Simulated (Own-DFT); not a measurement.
Simulation results for SiC (4H silicon carbide, atoms displaced)

A calculation, not a measurement: plane-wave PBE density functional theory by an unreviewed code, no spin, of a simulated periodic cell, stress positive in tension, free energy of the whole cell less one offset for each atom, forces on such cells passed a denser k mesh, this cell's mesh not checked; offsets are fitted by least squares, one for each functional and potential file, so energies compare only between cells with the same atoms and settings and are not formation energies; the far tail of each file's local potential was reset to the Coulomb form; each entry is a single point on an unrelaxed cell, so the pressure reflects the starting lattice, mostly measured values (interpolated for alloys), from which strain is counted, and rises with the displacements; printed positions are rounded, which can move forces by about a meV/angstrom; the program, named Own-DFT, is a retired in-house code; no spin-orbit coupling. Program: Own-DFT development build.

Settings shared by all entries: functional PBE; potential files PseudoDojo norm-conserving, scalar-relativistic, standard set; wave cutoff 42 hartree; occupations Fermi-Dirac; smearing width 0.1 eV; hardware one NVIDIA H100; k mesh 4 x 4 x 3 centred on Gamma.

(1) SiC (4H silicon carbide, atoms displaced)

```cif
# cell vector a (Å): 9.2481 0.0000 0.0000
# cell vector b (Å): -4.6241 8.0091 0.0000
# cell vector c (Å): 0.0000 0.0000 10.0681
data_SiC
_symmetry_space_group_name_H-M 'P 1'
_symmetry_Int_Tables_number 1
_cell_length_a 9.2481
_cell_length_b 9.2481
_cell_length_c 10.0681
_cell_angle_alpha 90.000
_cell_angle_beta 90.000
_cell_angle_gamma 120.000
_cell_volume 745.73
loop_
_atom_site_label
_atom_site_type_symbol
_atom_site_fract_x
_atom_site_fract_y
_atom_site_fract_z
_atom_site_occupancy
Si1 Si 0.00567 0.00737 0.40138 1
Si2 Si 0.09484 0.21453 0.14011 1
C1 C 0.00051 0.01125 0.09891 1
C2 C 0.10835 0.22096 0.33725 1
Si3 Si 0.99246 0.31459 0.40648 1
Si4 Si 0.12665 0.55578 0.15058 1
C3 C 0.99779 0.32974 0.09571 1
C4 C 0.11332 0.55325 0.34443 1
Si5 Si 0.00788 0.66735 0.41083 1
Si6 Si 0.09023 0.88700 0.14237 1
C5 C 0.00991 0.69602 0.09668 1
C6 C 0.08593 0.88331 0.33901 1
Si7 Si 0.34542 0.02121 0.42361 1
Si8 Si 0.42445 0.19498 0.12722 1
C7 C 0.31867 0.99471 0.09057 1
C8 C 0.43567 0.22155 0.33930 1
Si9 Si 0.32519 0.32896 0.40493 1
Si10 Si 0.41056 0.52358 0.16818 1
C9 C 0.32350 0.33757 0.08983 1
C10 C 0.43333 0.56411 0.33791 1
Si11 Si 0.33352 0.67077 0.40209 1
Si12 Si 0.45031 0.87739 0.15946 1
C11 C 0.33313 0.66124 0.08906 1
C12 C 0.43841 0.88361 0.33407 1
Si13 Si 0.65395 0.96678 0.40854 1
Si14 Si 0.78768 0.22665 0.14297 1
C13 C 0.64248 0.98584 0.09721 1
C14 C 0.77771 0.22507 0.34525 1
Si15 Si 0.67762 0.34636 0.39236 1
Si16 Si 0.78658 0.57503 0.15454 1
C15 C 0.66984 0.32728 0.09139 1
C16 C 0.76399 0.54899 0.35589 1
Si17 Si 0.69380 0.68149 0.41879 1
Si18 Si 0.78921 0.87499 0.15439 1
C17 C 0.65728 0.66262 0.10103 1
C18 C 0.76789 0.88880 0.34470 1
Si19 Si 0.00378 0.99253 0.89995 1
Si20 Si 0.87076 0.75271 0.65644 1
C19 C 0.01698 0.99091 0.60515 1
C20 C 0.90311 0.79411 0.84982 1
Si21 Si 0.98439 0.67139 0.91518 1
Si22 Si 0.89256 0.44975 0.66110 1
C21 C 0.98277 0.66810 0.57619 1
C22 C 0.92470 0.45922 0.84825 1
Si23 Si 0.99558 0.30839 0.90382 1
Si24 Si 0.89018 0.12940 0.65893 1
C23 C 0.98222 0.34065 0.59086 1
C24 C 0.91014 0.12146 0.84873 1
Si25 Si 0.67504 0.02231 0.90338 1
Si26 Si 0.55177 0.77303 0.63548 1
C25 C 0.65323 0.98878 0.61981 1
C26 C 0.57391 0.79593 0.85779 1
Si27 Si 0.67938 0.67244 0.88969 1
Si28 Si 0.54798 0.46220 0.66072 1
C27 C 0.67443 0.64881 0.60842 1
C28 C 0.54512 0.42915 0.84242 1
Si29 Si 0.64802 0.31994 0.90295 1
Si30 Si 0.55108 0.11889 0.63150 1
C29 C 0.67791 0.34028 0.60597 1
C30 C 0.56082 0.11869 0.85796 1
Si31 Si 0.34650 0.01762 0.89921 1
Si32 Si 0.20690 0.76453 0.65213 1
C31 C 0.31722 0.98838 0.60017 1
C32 C 0.20542 0.78809 0.84510 1
Si33 Si 0.30920 0.65505 0.92730 1
Si34 Si 0.22312 0.44089 0.64024 1
C33 C 0.34602 0.67212 0.59974 1
C34 C 0.21469 0.43168 0.81617 1
Si35 Si 0.32932 0.31214 0.89418 1
Si36 Si 0.21674 0.10748 0.64537 1
C35 C 0.33858 0.32949 0.58512 1
C36 C 0.23235 0.11030 0.86498 1
```

```
free energy of cell above offsets : 17.866 eV
pressure                          : 12.96 GPa
stress xx                         : -10.51 GPa
stress yy                         : -19.96 GPa
stress zz                         : -8.4 GPa
stress yz                         : -2.52 GPa
stress xz                         : 0.92 GPa
stress xy                         : 0.37 GPa
wall time                         : 355.5 s
```

Force:
```
element  x (eV/Å)  y (eV/Å)  z (eV/Å)
     Si    -0.972    -0.976       1.6
     Si     2.584     3.338      3.54
      C    -0.687    -3.807    -3.476
      C     0.091    -0.209     0.226
     Si    -1.862     2.549    -0.708
     Si    -3.976      0.03     2.249
      C     0.626     1.879    -2.374
      C    -0.509    -0.565    -0.184
     Si    -1.497    -0.126    -5.408
     Si     3.507     6.608     5.062
      C     0.585     -9.24    -1.914
      C     3.097    -0.262    -0.411
     Si    -0.964    -2.767    -4.852
     Si     0.707     6.623     5.149
      C     1.177      -4.8    -1.357
      C     1.235     0.975    -0.251
     Si     0.978     1.183    -2.061
     Si     2.804     5.558    -2.093
      C     0.786    -4.915    -2.351
      C     2.626     -1.76     3.581
     Si    -1.101    -0.313     0.897
     Si    -4.771    -0.001    -1.038
      C     0.711    -0.477     5.342
      C    -0.503     0.856     3.955
     Si    -4.383     5.489     0.668
     Si    -3.364    -3.093     3.428
      C     6.529     4.223    -2.227
      C     0.518    -1.628    -1.253
     Si    -1.107    -5.033     2.437
     Si    -0.569    -3.235      1.15
      C    -1.691     1.589    -0.666
      C     2.443      4.39    -3.318
     Si    -2.635    -2.067    -1.619
     Si    -5.156     1.028     0.414
      C     0.707     -1.14    -1.669
      C     5.253     -1.08    -0.277
     Si    -0.328     4.878     2.119
     Si     4.726     6.394     2.329
      C    -7.381    -1.463    -2.609
      C    -1.759     -5.35    -3.313
     Si     4.256    -0.753     -0.66
     Si    -1.366     1.194     0.866
      C     3.282    -1.372      5.64
      C    -3.422    -1.221    -0.384
     Si     0.372     9.911      1.35
     Si      1.23    -2.606     0.391
      C     4.639    -1.184    -1.334
      C    -1.868    -7.016    -2.737
     Si     1.751    -4.031     1.766
     Si     2.823     0.219     6.211
      C     1.304     2.939    -3.979
      C    -1.251    -2.151    -2.172
     Si    -3.512    -0.376     3.756
     Si     2.009    -9.077     1.276
      C    -5.414     5.558    -4.844
      C     0.305     2.939    -0.455
     Si     3.013     4.757     1.544
     Si     0.671    -0.742     3.597
      C    -2.697    -0.006      -2.2
      C    -0.424    -1.951     -4.08
     Si     1.335      -5.4      1.88
     Si     0.324     0.607      2.05
      C     1.942     1.179    -0.277
      C     2.281      -0.9    -0.015
     Si     1.498     1.289    -9.855
     Si    -1.136     0.208     0.376
      C     -4.31    -2.511    -3.129
      C     0.948     0.089     5.355
     Si    -3.311     7.208     1.984
     Si     3.092     2.392     3.256
      C     -1.54     0.304     0.768
      C    -3.299    -2.776    -4.662
```

(2) SiC (4H silicon carbide, atoms displaced)

```cif
# cell vector a (Å): 9.2481 0.0000 0.0000
# cell vector b (Å): -4.6241 8.0091 0.0000
# cell vector c (Å): 0.0000 0.0000 10.0681
data_SiC
_symmetry_space_group_name_H-M 'P 1'
_symmetry_Int_Tables_number 1
_cell_length_a 9.2481
_cell_length_b 9.2481
_cell_length_c 10.0681
_cell_angle_alpha 90.000
_cell_angle_beta 90.000
_cell_angle_gamma 120.000
_cell_volume 745.73
loop_
_atom_site_label
_atom_site_type_symbol
_atom_site_fract_x
_atom_site_fract_y
_atom_site_fract_z
_atom_site_occupancy
Si1 Si 0.98588 0.99740 0.40938 1
Si2 Si 0.11355 0.20558 0.17411 1
C1 C 0.98927 0.99374 0.08736 1
C2 C 0.14199 0.24240 0.33477 1
Si3 Si 0.01136 0.36471 0.41676 1
Si4 Si 0.12130 0.55993 0.15641 1
C3 C 0.99227 0.33416 0.07731 1
C4 C 0.10754 0.55713 0.35077 1
Si5 Si 0.99550 0.67613 0.40479 1
Si6 Si 0.08902 0.88684 0.15281 1
C5 C 0.99371 0.67342 0.08880 1
C6 C 0.10921 0.89672 0.34281 1
Si7 Si 0.34589 0.98825 0.40224 1
Si8 Si 0.41965 0.20990 0.15608 1
C7 C 0.33681 0.00986 0.08308 1
C8 C 0.45590 0.24550 0.35293 1
Si9 Si 0.32676 0.33769 0.40295 1
Si10 Si 0.46312 0.57473 0.16330 1
C9 C 0.32023 0.30814 0.07992 1
C10 C 0.44296 0.54766 0.33133 1
Si11 Si 0.33258 0.67869 0.40997 1
Si12 Si 0.46106 0.89882 0.15191 1
C11 C 0.32984 0.64621 0.08231 1
C12 C 0.44092 0.90088 0.32872 1
Si13 Si 0.65559 0.99603 0.40061 1
Si14 Si 0.73954 0.20470 0.14084 1
C13 C 0.68281 0.01596 0.10402 1
C14 C 0.77754 0.21401 0.34175 1
Si15 Si 0.65216 0.33298 0.41136 1
Si16 Si 0.77900 0.54443 0.15623 1
C15 C 0.67090 0.35190 0.11290 1
C16 C 0.78703 0.56817 0.34906 1
Si17 Si 0.67884 0.65888 0.40401 1
Si18 Si 0.78139 0.89597 0.15533 1
C17 C 0.68137 0.67265 0.09453 1
C18 C 0.75446 0.86680 0.35656 1
Si19 Si 0.00139 0.99863 0.91425 1
Si20 Si 0.88217 0.76060 0.64815 1
C19 C 0.00220 0.00905 0.58170 1
C20 C 0.86402 0.78382 0.84831 1
Si21 Si 0.01202 0.66677 0.90626 1
Si22 Si 0.90406 0.46432 0.64797 1
C21 C 0.00030 0.65598 0.58756 1
C22 C 0.89130 0.45969 0.83589 1
Si23 Si 0.00103 0.33414 0.89201 1
Si24 Si 0.87876 0.12867 0.65726 1
C23 C 0.99011 0.31967 0.59580 1
C24 C 0.87447 0.08244 0.85072 1
Si25 Si 0.67113 0.00352 0.91856 1
Si26 Si 0.56775 0.78196 0.65166 1
C25 C 0.64623 0.97949 0.59289 1
C26 C 0.55171 0.78795 0.82106 1
Si27 Si 0.64480 0.65871 0.91012 1
Si28 Si 0.52931 0.44620 0.65131 1
C27 C 0.65709 0.65688 0.57936 1
C28 C 0.56528 0.45542 0.83568 1
Si29 Si 0.66065 0.34094 0.90107 1
Si30 Si 0.55045 0.11066 0.65646 1
C29 C 0.66459 0.34092 0.58806 1
C30 C 0.52439 0.10690 0.83179 1
Si31 Si 0.34205 0.00356 0.88194 1
Si32 Si 0.20275 0.77341 0.65633 1
C31 C 0.32537 0.97439 0.58389 1
C32 C 0.22530 0.77724 0.85007 1
Si33 Si 0.33037 0.67551 0.91728 1
Si34 Si 0.21898 0.42584 0.64896 1
C33 C 0.32509 0.67453 0.59811 1
C34 C 0.20876 0.43673 0.82323 1
Si35 Si 0.31227 0.33392 0.90568 1
Si36 Si 0.23334 0.11552 0.64880 1
C35 C 0.31462 0.31831 0.60622 1
C36 C 0.22393 0.12554 0.83618 1
```

```
free energy of cell above offsets : 15.181 eV
pressure                          : 12.25 GPa
stress xx                         : -9.05 GPa
stress yy                         : -14.91 GPa
stress zz                         : -12.78 GPa
stress yz                         : 1.2 GPa
stress xz                         : 0.73 GPa
stress xy                         : -0.5 GPa
wall time                         : 360 s
```

Force:
```
element  x (eV/Å)  y (eV/Å)  z (eV/Å)
     Si     1.071     0.835    -1.827
     Si    -2.298     2.064    -7.774
      C     0.171      1.57     3.259
      C     -6.92    -3.636     3.997
     Si    -0.168    -7.361    -1.668
     Si    -2.678    -2.193    -0.606
      C     0.355    -0.215     2.289
      C     0.226     4.634    -2.304
     Si     2.142     0.521    -0.819
     Si     3.698    -0.208     0.602
      C     2.318    -1.205     1.043
      C     0.417    -0.264    -0.363
     Si    -7.469     4.384      1.37
     Si      2.71     2.723     1.076
      C     0.822    -3.078    -0.166
      C    -3.197     -4.56    -2.336
     Si     4.759     1.568     2.425
     Si     0.168    -2.838     -3.69
      C    -1.543      2.72     2.243
      C    -0.576     2.216      4.75
     Si     1.061    -1.242     -0.25
     Si    -3.357    -1.287     -1.72
      C      0.79     2.784     4.696
      C      4.58    -3.739    -0.278
     Si     1.438     0.562     1.627
     Si     3.591     10.29     4.747
      C    -0.504    -8.126     -3.46
      C    -0.885     1.676    -0.048
     Si     5.192     1.418    -0.886
     Si    -0.105     7.399     2.138
      C    -2.315    -8.359    -5.096
      C      1.65    -3.527    -2.225
     Si    -4.875     -0.37    -0.317
     Si     0.413    -1.928     1.776
      C    -2.333    -0.265     0.197
      C     0.779     4.311    -3.209
     Si     0.329    -0.298    -4.116
     Si     -2.01     2.664     1.927
      C    -0.052    -0.846     3.441
      C     4.071    -1.071    -1.581
     Si    -3.879     0.916     0.547
     Si    -1.909    -6.809      2.59
      C    -1.925     4.546    -1.394
      C     0.568     -2.57    -0.146
     Si    -1.523        -1     1.645
     Si     1.472    -8.288     1.383
      C      -0.1     6.169    -1.669
      C    -1.006     5.065    -2.128
     Si    -1.439    -1.431    -3.284
     Si    -1.974    -3.088    -1.716
      C     0.283     5.998    -1.578
      C    -0.358    -1.341     7.941
     Si     1.216     2.098    -1.346
     Si     4.337     0.022     0.947
      C     0.108     0.351     2.273
      C    -3.123    -1.177      0.61
     Si     0.656     0.009     0.292
     Si     0.591    -0.548    -2.657
      C    -0.131    -0.717     2.341
      C     10.83     6.594    -0.122
     Si    -9.722    -3.634     6.413
     Si     3.722    -0.472     1.351
      C    -0.808     3.907     1.121
      C    -1.583     0.891    -1.927
     Si     2.029    -1.332    -6.919
     Si    -4.149     3.784     0.241
      C      2.13    -2.097    -1.364
      C     0.774     1.872     3.569
     Si      2.36     0.389    -1.328
     Si    -1.988     -5.15     0.702
      C     2.524      2.64    -5.149
      C     0.559    -3.327    -0.107
```

(3) SiC (4H silicon carbide, atoms displaced)

```cif
# cell vector a (Å): 9.2481 0.0000 0.0000
# cell vector b (Å): -4.6241 8.0091 0.0000
# cell vector c (Å): 0.0000 0.0000 10.0681
data_SiC
_symmetry_space_group_name_H-M 'P 1'
_symmetry_Int_Tables_number 1
_cell_length_a 9.2481
_cell_length_b 9.2481
_cell_length_c 10.0681
_cell_angle_alpha 90.000
_cell_angle_beta 90.000
_cell_angle_gamma 120.000
_cell_volume 745.73
loop_
_atom_site_label
_atom_site_type_symbol
_atom_site_fract_x
_atom_site_fract_y
_atom_site_fract_z
_atom_site_occupancy
Si1 Si 0.99611 0.00855 0.40985 1
Si2 Si 0.10134 0.21348 0.15205 1
C1 C 0.98396 0.00901 0.10045 1
C2 C 0.09168 0.21856 0.32756 1
Si3 Si 0.00180 0.34008 0.40305 1
Si4 Si 0.11860 0.56762 0.16283 1
C3 C 0.01941 0.34879 0.07065 1
C4 C 0.11834 0.55217 0.32953 1
Si5 Si 0.00521 0.65248 0.40264 1
Si6 Si 0.10715 0.87423 0.15668 1
C5 C 0.00610 0.66071 0.10507 1
C6 C 0.09779 0.89095 0.34485 1
Si7 Si 0.33791 0.01828 0.40402 1
Si8 Si 0.42362 0.20243 0.17088 1
C7 C 0.32507 0.00544 0.08694 1
C8 C 0.43872 0.21913 0.33718 1
Si9 Si 0.32346 0.33795 0.42180 1
Si10 Si 0.43877 0.54849 0.15151 1
C9 C 0.33082 0.33859 0.09427 1
C10 C 0.44014 0.55046 0.34579 1
Si11 Si 0.37396 0.68850 0.41387 1
Si12 Si 0.43388 0.89427 0.16344 1
C11 C 0.30544 0.64595 0.07960 1
C12 C 0.44691 0.89056 0.35591 1
Si13 Si 0.66522 0.00411 0.41700 1
Si14 Si 0.77547 0.22950 0.15768 1
C13 C 0.68378 0.01704 0.07460 1
C14 C 0.77513 0.21945 0.35499 1
Si15 Si 0.67769 0.34618 0.41497 1
Si16 Si 0.77693 0.53857 0.14340 1
C15 C 0.65523 0.34743 0.10297 1
C16 C 0.76465 0.54685 0.35599 1
Si17 Si 0.67193 0.66481 0.39459 1
Si18 Si 0.77592 0.90852 0.17126 1
C17 C 0.63804 0.65682 0.09530 1
C18 C 0.80137 0.89745 0.34163 1
Si19 Si 0.97750 0.97940 0.92978 1
Si20 Si 0.91031 0.80473 0.64534 1
C19 C 0.99426 0.99393 0.59863 1
C20 C 0.90019 0.77654 0.85651 1
Si21 Si 0.99197 0.64976 0.88922 1
Si22 Si 0.87399 0.43808 0.66528 1
C21 C 0.00562 0.65386 0.58914 1
C22 C 0.89368 0.42674 0.82591 1
Si23 Si 0.99005 0.33340 0.90943 1
Si24 Si 0.87931 0.10785 0.64869 1
C23 C 0.98846 0.32648 0.61016 1
C24 C 0.88165 0.10481 0.84571 1
Si25 Si 0.66805 0.00733 0.90484 1
Si26 Si 0.55228 0.79084 0.66625 1
C25 C 0.67377 0.00778 0.57222 1
C26 C 0.56773 0.78817 0.84883 1
Si27 Si 0.66055 0.65776 0.90984 1
Si28 Si 0.57205 0.42934 0.66432 1
C27 C 0.65241 0.63615 0.62010 1
C28 C 0.56770 0.43801 0.84351 1
Si29 Si 0.67119 0.36434 0.90936 1
Si30 Si 0.54097 0.08996 0.65446 1
C29 C 0.66320 0.34291 0.60179 1
C30 C 0.55232 0.09890 0.84578 1
Si31 Si 0.33940 0.00191 0.92348 1
Si32 Si 0.21429 0.76186 0.64662 1
C31 C 0.33574 0.99248 0.58697 1
C32 C 0.23439 0.79688 0.83084 1
Si33 Si 0.32878 0.65796 0.90565 1
Si34 Si 0.23698 0.45043 0.65325 1
C33 C 0.36824 0.68237 0.59191 1
C34 C 0.22137 0.45483 0.85837 1
Si35 Si 0.33490 0.36533 0.91263 1
Si36 Si 0.23284 0.10337 0.65630 1
C35 C 0.35646 0.35019 0.57965 1
C36 C 0.24204 0.11975 0.84463 1
```

```
free energy of cell above offsets : 18.256 eV
pressure                          : 14.11 GPa
stress xx                         : -9.2 GPa
stress yy                         : -12.64 GPa
stress zz                         : -20.48 GPa
stress yz                         : -0.71 GPa
stress xz                         : -2.71 GPa
stress xy                         : 1.48 GPa
wall time                         : 361.1 s
```

Force:
```
element  x (eV/Å)  y (eV/Å)  z (eV/Å)
     Si       2.9     0.662    -0.006
     Si     0.204     4.249    -1.734
      C     2.725    -3.488     0.609
      C     1.771     0.995     4.643
     Si     0.054    -0.791     0.948
     Si     0.315    -3.731    -3.772
      C    -2.204    -0.841     8.555
      C     0.219      0.71     5.757
     Si    -2.004     1.646    -0.147
     Si    -2.542     2.437     0.852
      C    -2.961    -0.336    -3.082
      C     2.943    -0.558     0.186
     Si    -0.477    -3.973     0.743
     Si    -0.565     4.544    -5.177
      C     0.416    -2.012     6.242
      C     0.184     2.341     4.679
     Si     0.193    -0.901     -8.87
     Si    -3.597    -0.218     2.577
      C     0.346    -2.863     0.717
      C     1.011     1.101    -1.336
     Si    -2.442    -3.544    -1.096
     Si     2.298    -1.194     -1.68
      C      3.78     4.118     2.974
      C    -0.758     2.459    -2.723
     Si     1.039    -0.307    -9.818
     Si     0.758     0.438    -0.964
      C    -2.454    -0.522     6.864
      C    -0.576     1.527    -1.755
     Si    -1.338    -3.386    -0.127
     Si    -1.618     8.008     4.661
      C     1.127     -8.03    -2.805
      C     3.741     1.726    -3.251
     Si    -1.774      0.48     2.918
     Si    -0.396    -2.321    -3.857
      C     5.337     3.107    -0.692
      C    -5.565    -2.616     2.057
     Si     1.326     3.004    -4.595
     Si    -0.841    -11.32     4.253
      C     0.283     8.142     -3.33
      C    -2.056    -1.023    -1.422
     Si     2.617     2.283     1.632
     Si     1.644     0.584    -6.204
      C    -1.872     0.349    -0.033
      C     -3.78     2.628     6.828
     Si     2.599    -2.692     -4.49
     Si     1.688    -0.093     3.074
      C     2.096     2.329    -3.447
      C     1.213     0.461    -1.061
     Si     0.784    -0.906    -1.877
     Si     6.472     0.047     1.019
      C    -0.724    -1.351     11.23
      C     -1.31    -1.785     0.211
     Si     0.625     2.185    -0.901
     Si    -9.144     3.766     2.149
      C     0.488     7.488    -3.397
      C    -8.501     3.737    -1.431
     Si     7.515    -7.381     3.254
     Si     1.208     2.819     1.502
      C     7.635    -6.975    -4.235
      C    -1.161     2.224    -0.552
     Si    -0.511     0.644    -8.308
     Si     2.184     2.393     1.151
      C    -1.514    -0.495      -0.6
      C    -0.213     -3.42     1.701
     Si    -0.755     5.897     -1.16
     Si    -0.848    -0.295     1.153
      C    -6.331    -3.667    -0.438
      C    -0.917    -2.152    -5.038
     Si      4.15    -5.787    -0.333
     Si     -1.53     1.449     1.417
      C    -0.524    -2.583     8.339
      C    -2.085      0.58     0.848
```
